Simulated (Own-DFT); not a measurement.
Simulation results for Al3GaAs4 (zincblende random alloy, strained, atoms displaced)

Computed with Own-DFT development build. A calculation, not a measurement: plane-wave density functional theory by an unreviewed code, no spin, of a simulated periodic cell, stress positive in tension, run twice, with PBE and with PBEsol, both on files made for PBE, so the change isn't that of files made for PBEsol, forces on such cells passed a denser k mesh, this cell's mesh not checked; the far tail of each file's local potential was reset to the Coulomb form; each entry is a single point on an unrelaxed cell, so the pressure reflects the starting lattice, mostly measured values (interpolated for alloys), from which strain is counted, and rises with the displacements; printed positions are rounded, which can move forces by about a meV/angstrom; the program, named Own-DFT, is a retired in-house code; no spin-orbit coupling; stress was not checked against mesh or cutoff.

```json
{"formula": "Al3GaAs4", "kind": "zincblende random alloy, strained, atoms displaced", "structure": {"cell_angstrom": [[11.212, -0.1286, 0.1131], [-0.1286, 11.1092, 0.0818], [0.1131, 0.0818, 11.3579]], "atoms_fractional": [["Al", 0.9992, 0.00077, 0.00012], ["Ga", 0.00074, 0.24856, 0.25483], ["Al", 0.25135, 0.00404, 0.24635], ["Al", 0.25496, 0.25406, 0.9982], ["As", 0.12914, 0.11962, 0.13459], ["As", 0.12421, 0.37877, 0.37383], ["As", 0.37617, 0.12692, 0.37295], ["As", 0.37635, 0.37957, 0.12532], ["Al", 0.00294, 0.99697, 0.49991], ["Al", 0.99595, 0.24183, 0.75187], ["Al", 0.25122, 0.99833, 0.7458], ["Al", 0.24598, 0.24545, 0.49705], ["As", 0.12449, 0.12449, 0.62641], ["As", 0.1213, 0.37186, 0.88224], ["As", 0.37127, 0.12595, 0.87716], ["As", 0.37315, 0.37174, 0.62715], ["Ga", 0.9991, 0.49827, 0.99927], ["Al", 0.9996, 0.74439, 0.25251], ["Al", 0.25022, 0.49573, 0.2526], ["Al", 0.24447, 0.75318, 0.00704], ["As", 0.11997, 0.62172, 0.12594], ["As", 0.12398, 0.87619, 0.37408], ["As", 0.37511, 0.62928, 0.37305], ["As", 0.3859, 0.86936, 0.13103], ["Al", 0.00137, 0.50073, 0.49901], ["Ga", 0.99966, 0.74823, 0.75074], ["Al", 0.24855, 0.49719, 0.75176], ["Al", 0.24071, 0.74896, 0.4942], ["As", 0.136, 0.61747, 0.62894], ["As", 0.12729, 0.87239, 0.87811], ["As", 0.3705, 0.62557, 0.87955], ["As", 0.37013, 0.87323, 0.61791], ["Al", 0.50302, 0.00694, 0.00051], ["Al", 0.5001, 0.25112, 0.24608], ["Al", 0.74234, 0.98991, 0.24788], ["Al", 0.74793, 0.24355, 0.99844], ["As", 0.62616, 0.12442, 0.12131], ["As", 0.63137, 0.38361, 0.37375], ["As", 0.87166, 0.11673, 0.37813], ["As", 0.87114, 0.37163, 0.1288], ["Al", 0.49978, 0.99102, 0.50126], ["Al", 0.49274, 0.24768, 0.75268], ["Ga", 0.74918, 0.99556, 0.74787], ["Al", 0.75363, 0.25383, 0.49517], ["As", 0.62768, 0.12715, 0.62071], ["As", 0.62188, 0.37585, 0.8728], ["As", 0.87452, 0.12753, 0.86705], ["As", 0.86831, 0.3733, 0.62741], ["Ga", 0.49977, 0.50235, 0.99523], ["Al", 0.50889, 0.74921, 0.24225], ["Ga", 0.75155, 0.50425, 0.24772], ["Ga", 0.75307, 0.74721, 0.00272], ["As", 0.62496, 0.6194, 0.12966], ["As", 0.62504, 0.87949, 0.37824], ["As", 0.88763, 0.62755, 0.37156], ["As", 0.8766, 0.87234, 0.12463], ["Ga", 0.49742, 0.50839, 0.5007], ["Al", 0.50377, 0.7474, 0.75205], ["Al", 0.75048, 0.50697, 0.74767], ["Al", 0.75305, 0.7461, 0.50637], ["As", 0.63126, 0.62621, 0.63098], ["As", 0.62462, 0.8754, 0.87874], ["As", 0.87431, 0.63228, 0.87286], ["As", 0.88259, 0.87386, 0.63051]]}, "settings": {"functional": "PBE, then PBEsol", "potential_files": "PseudoDojo norm-conserving, scalar-relativistic, standard set", "wave_cutoff [hartree]": 42.0, "occupations": "Fermi-Dirac", "smearing_width [eV]": 0.1, "k_mesh": "3 x 3 x 3 centred on Gamma"}, "results": {"PBE_pressure [GPa]": 5.29, "PBE_stress_xx [GPa]": -5.37, "PBE_stress_yy [GPa]": -5.81, "PBE_stress_zz [GPa]": -4.69, "PBE_stress_yz [GPa]": 1.88, "PBE_stress_xz [GPa]": 2.05, "PBE_stress_xy [GPa]": -1.49, "PBEsol_pressure [GPa]": 3.04, "PBEsol_stress_xx [GPa]": -3.11, "PBEsol_stress_yy [GPa]": -3.55, "PBEsol_stress_zz [GPa]": -2.45, "PBEsol_stress_yz [GPa]": 1.84, "PBEsol_stress_xz [GPa]": 2.01, "PBEsol_stress_xy [GPa]": -1.47, "force_element": ["Al", "Ga", "Al", "Al", "As", "As", "As", "As", "Al", "Al", "Al", "Al", "As", "As", "As", "As", "Ga", "Al", "Al", "Al", "As", "As", "As", "As", "Al", "Ga", "Al", "Al", "As", "As", "As", "As", "Al", "Al", "Al", "Al", "As", "As", "As", "As", "Al", "Al", "Ga", "Al", "As", "As", "As", "As", "Ga", "Al", "Ga", "Ga", "As", "As", "As", "As", "Ga", "Al", "Al", "Al", "As", "As", "As", "As"], "PBE_force_x [eV/angstrom]": [0.314, -0.216, 1.11, -0.524, -0.81, -0.227, 0.087, -0.081, -0.079, 1.112, 0.044, 0.462, -0.222, -0.016, -0.149, -0.2, -0.609, 1.117, 0.371, 0.842, 0.42, -0.087, -0.129, -1.225, 0.057, 1.244, 0.654, 0.734, -1.509, -0.305, -0.144, -0.013, -0.528, 0.519, 1.11, 0.538, -0.214, -1.077, -0.06, 0.157, 0.056, 1.018, -0.041, -0.203, -0.663, 0.379, -0.915, 0.865, 0.171, 0.034, 0.871, -0.447, 0.19, -0.105, -2.159, -0.129, 0.278, -0.629, 0.399, 0.713, -1.193, -0.142, -0.168, -0.646], "PBE_force_y [eV/angstrom]": [0.438, -0.118, -1.013, -0.203, 1.0, -0.865, -0.505, -0.474, 0.4, 1.784, 0.053, 0.735, -0.331, -0.327, -0.812, 0.06, 0.237, 1.669, 0.943, -0.082, -0.208, -0.101, -0.033, 0.916, -0.151, 0.112, -0.516, 0.048, 0.547, 0.389, 0.23, -0.885, -0.642, 0.555, 1.09, 1.155, -0.255, -0.787, 0.042, -0.284, 1.619, 0.227, 0.41, -0.104, -0.378, -0.269, -1.446, 0.197, 0.043, 0.047, 0.049, 0.315, 0.123, -1.837, -1.011, -0.088, -0.455, 0.556, -0.811, 0.791, -0.053, -0.221, -1.345, -0.171], "PBE_force_z [eV/angstrom]": [-0.271, -0.176, 0.703, 0.79, -1.564, 0.741, 0.444, 0.055, -0.029, -1.049, 0.25, -0.144, 0.101, -0.817, 0.076, -0.386, 0.042, -1.349, -0.604, -0.034, 0.42, -0.403, -0.144, -0.82, 0.657, -0.36, 0.619, 0.088, -0.361, -0.205, -0.216, 0.966, -0.348, 0.176, -0.567, -0.624, 1.131, 0.426, -0.328, -0.412, -0.184, -0.696, -0.256, -0.171, 0.436, 0.129, 1.72, 0.059, 0.091, 1.408, 0.187, -0.032, -1.024, 0.375, 1.573, 0.488, 0.058, -0.104, 0.697, -0.982, -0.486, 0.125, 0.605, -0.488], "PBEsol_force_x [eV/angstrom]": [0.302, -0.209, 1.094, -0.514, -0.851, -0.281, 0.083, -0.017, -0.074, 1.094, 0.04, 0.454, -0.217, -0.08, -0.153, -0.151, -0.579, 1.099, 0.364, 0.827, 0.352, -0.089, -0.07, -1.199, 0.049, 1.182, 0.645, 0.723, -1.525, -0.353, -0.08, -0.022, -0.516, 0.511, 1.093, 0.526, -0.212, -1.038, -0.007, 0.208, 0.056, 1.004, -0.031, -0.192, -0.596, 0.313, -0.961, 0.843, 0.156, 0.035, 0.828, -0.423, 0.264, -0.106, -2.173, -0.185, 0.269, -0.616, 0.391, 0.698, -1.224, -0.023, -0.106, -0.633], "PBEsol_force_y [eV/angstrom]": [0.426, -0.114, -0.996, -0.193, 1.038, -0.908, -0.497, -0.405, 0.397, 1.759, 0.049, 0.722, -0.328, -0.259, -0.795, 0.113, 0.223, 1.643, 0.926, -0.088, -0.264, -0.099, -0.086, 0.898, -0.152, 0.115, -0.505, 0.05, 0.584, 0.331, 0.168, -0.873, -0.629, 0.549, 1.072, 1.136, -0.254, -0.652, 0.092, -0.21, 1.591, 0.227, 0.394, -0.098, -0.424, -0.202, -1.479, 0.19, 0.027, 0.048, 0.028, 0.304, 0.06, -1.802, -1.044, -0.15, -0.448, 0.542, -0.802, 0.774, -0.095, -0.21, -1.235, -0.179], "PBEsol_force_z [eV/angstrom]": [-0.27, -0.16, 0.698, 0.779, -1.483, 0.67, 0.434, -0.012, -0.028, -1.039, 0.243, -0.146, 0.103, -0.741, 0.076, -0.434, 0.059, -1.339, -0.6, -0.035, 0.354, -0.398, -0.082, -0.804, 0.645, -0.325, 0.615, 0.09, -0.314, -0.26, -0.151, 0.944, -0.34, 0.168, -0.565, -0.617, 1.114, 0.389, -0.377, -0.35, -0.181, -0.682, -0.231, -0.166, 0.477, 0.185, 1.633, 0.062, 0.098, 1.389, 0.184, -0.028, -1.063, 0.371, 1.497, 0.42, 0.055, -0.103, 0.685, -0.968, -0.527, 0.108, 0.632, -0.356], "rms_change_of_force_components_from_PBE_to_PBEsol [eV/angstrom]": 0.038}}
```
